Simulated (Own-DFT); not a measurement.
# What it costs to cut wurtzite AlN, m plane (10-10)

Everything here is calculated. The program is Own-DFT (plane waves, in-house, since retired, never reviewed by a person); positions were held fixed, and spin and spin-orbit coupling were off.

Keep in mind (not all hold for every row): some atoms lie very close together; forces not confirmed at this smearing and k mesh; k mesh not checked against a denser one.

Both sets of runs: PBE; PseudoDojo norm-conserving scalar-relativistic files; cutoff 42 hartree; Gaussian smearing of 0.01 eV. The slab has 128 atoms in 16 layers, two equal faces of 62.02 Å² as cut, 15 Å of vacuum, a dipole correction along the normal and a 6 x 3 x 1 mesh. The bulk cell has 72 atoms, the same measured lattice constants and a 4 x 4 x 3 mesh. All atoms were moved at random; u is the rms move along one axis. Energies are counted from -174.06 eV for each atom.

```
slab run,u (Å),E (eV, cell)
1,0.0192,20.084
2,0.0196,20.589
3,0.0199,20.229
4,0.0206,20.957
5,0.0476,28.218
6,0.0500,28.748
7,0.0502,29.300
8,0.0971,60.046
9,0.0994,57.372
10,0.1009,59.715
11,0.1010,54.296
12,0.1046,66.922
```

```
bulk run,u (Å),E (meV/atom)
1,0.0189,-3.39
2,0.0195,-2.96
3,0.0200,-1.32
4,0.0206,-0.16
5,0.0907,254.29
6,0.0942,287.86
7,0.0944,271.36
8,0.1011,311.89
9,0.1013,371.85
10,0.1155,468.76
```

Question: what is the energy of the unrelaxed surface?

## Answer

Take each set to u = 0 with E = a + b u². Residuals are scaled by 1/(u² + 0.0006 Å²) to tame the large moves. Slab: a = 18.87 ± 0.16 eV. Bulk: a = -15.4 ± 1.0 meV/atom. The excess is 18.87 - 128 x (-0.0154) = 20.83 ± 0.20 eV. Over two faces that is 168 meV/Å², or 2.69 ± 0.03 J/m². Relaxing the faces would lower the energy, and the unlike meshes and the reach from the smallest u down to zero add errors that aren't counted here.
